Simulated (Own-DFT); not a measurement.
# Response to strain: wurtzite AlGaN with randomly placed atoms, 96 atoms (Al36Ga12N48)

All numbers below are calculated, not measured. The program, named Own-DFT, is a retired in-house plane-wave density functional code that no person has reviewed. Each row is one single-point run on a periodic cell that was not relaxed, without spin or spin-orbit coupling.

Settings of every run: PBE; PseudoDojo norm-conserving scalar-relativistic files (stringent for Ga); cutoff 96 hartree; 3 x 4 x 3 k mesh centred on Gamma; Gaussian smearing of 0.01 eV.

Known limits: k mesh not checked against a denser one; stress not checked against mesh or cutoff.

Unstrained cell vectors in Å: (12.525, 0.000, 0.000); (-4.697, 8.135, 0.000); (0.000, 0.000, 10.066). The unstrained cell has measured lattice constants (interpolated for alloys), not those of this functional. That, the random moves and any unrelaxed bonds set the pressure at no strain. Each run strains this cell uniformly, with the atoms carried along. Every atom was also moved at random, by a Gaussian of width 0.05 Å on each axis. The random placing of the alloy's atoms differs from row to row. Strain is the symmetric tensor, in per cent. Stress is positive in tension, and the pressure is minus a third of its trace.

```
run  e_xx (%)  e_yy (%)  e_zz (%)  s_xx (GPa)  s_yy (GPa)  s_zz (GPa)  P (GPa)  E (meV/atom)
  1      1.75      1.75      0.00        1.65        3.32       -1.82    -1.05           0.0
  2      2.00      2.00      0.00        4.16        4.71       -3.10    -1.92           1.1
  3     -0.75     -0.75      0.00       -8.80      -13.80       -7.21     9.94          36.1
  4      1.50      1.50      0.00        0.17        2.49       -3.53     0.29          17.5
  5      2.50      2.50      0.00        5.93        7.24       -4.78    -2.80          23.8
  6     -2.75     -2.75      0.00      -24.34      -26.39      -10.48    20.40          84.6
  7      2.75      2.75      0.00        5.84        8.43       -1.96    -4.11          17.5
  8     -1.00     -1.00      0.00      -16.05      -10.02       -7.17    11.08          36.8
  9      1.00      1.00      0.00           ?           ?           ?        ?             ?
```

E is the free energy for each atom above the lowest run shown.

## Worked fit

The change of volume is close to e_xx + e_yy + e_zz. A straight line through the runs shown gives P = 7.36 - 220 x (fractional change of volume) GPa, with an error of 8 on the slope and a scatter of 0.87 GPa. The strain isn't the same on all axes and the cell isn't cubic, so the slope belongs to this path and is not the bulk modulus.

## Withheld run

Question: what pressure should run 9 give? Its volume changes by 2.01 %.

The line gives 2.9 GPa. The calculation gave 2.10 GPa.
